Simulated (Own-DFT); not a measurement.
# One cell, two functionals

All numbers below are calculated, not measured. The program, named Own-DFT, is a retired in-house plane-wave density functional code that no person has reviewed. Each row is one single-point run on a periodic cell that was not relaxed, without spin or spin-orbit coupling.

Known limits, some of them of some rows only: forces on such cells failed a check on a denser k mesh; forces on such cells moved up to 12 meV/angstrom on a denser k mesh; forces on such cells passed a denser k mesh, each cell not checked; stress not checked against mesh or cutoff.

Each cell was run twice at the same cutoff, k mesh and smearing, with PBE and with PBEsol, on PseudoDojo norm-conserving files made for PBE. Atoms were moved at random from their sites; u is the rms move along one axis. Files made for PBEsol would give a somewhat different change.

```
cell,atoms,volume (Å³/atom),u (Å),cutoff (hartree),P with PBE (GPa),P with PBEsol (GPa),change (GPa)
C40 NbSi2 with two Nb vacancies (Nb10Si24),34,15.50,0.033,42,0.32,-2.95,-3.26
C40 NbSi2 with two Nb vacancies (Nb10Si24),34,15.50,0.029,42,-0.13,-3.39,-3.26
C40 NbSi2 with two Nb vacancies (Nb10Si24),34,15.50,0.029,42,-0.23,?,?
D0_22 TiAl3 with one Ti vacancy (Al30Ti9),39,16.04,0.029,42,1.98,0.19,-1.79
D0_22 TiAl3 with one Ti vacancy (Al30Ti9),39,16.04,0.029,42,1.71,-0.08,-1.79
D0_22 TiAl3 with one Ti vacancy (Al30Ti9),39,16.04,0.048,42,2.37,0.58,-1.79
diamond-structure SiGe in ordered layers (Ge16Si48),64,20.66,0.031,42,2.54,0.75,-1.79
diamond-structure SiGe in ordered layers (Ge16Si48),64,20.66,0.032,42,2.52,0.74,-1.79
diamond-structure SiGe in ordered layers (Ge16Si48),64,20.66,0.029,42,2.47,0.69,-1.79
diamond-structure SiGeSn with randomly placed atoms (Ge44Si16Sn4),64,22.58,0.031,49,4.04,1.37,-2.67
diamond-structure SiGeSn with randomly placed atoms (Ge44Si16Sn4),64,21.58,0.051,49,8.45,5.53,-2.92
diamond-structure SiGeSn with randomly placed atoms (Ge44Si16Sn4),64,22.58,0.031,49,3.97,1.30,-2.66
```

## Worked reading

Mean change of pressure by composition, in GPa: Nb5Si12, -3.26; Ge11Si4Sn, -2.75; Al10Ti3, -1.79; GeSi3, -1.79. At a fixed cell PBEsol gives the lower pressure, because it favours a smaller volume than PBE. Here the change varies more between materials than between cells of one material.

## Withheld value

Question: what PBEsol pressure should the Nb10Si24 cell with the blank give?

Adding the mean change of the cells with its composition, -3.26 GPa, to -0.23 gives -3.5 GPa. The calculation gave -3.49 GPa.
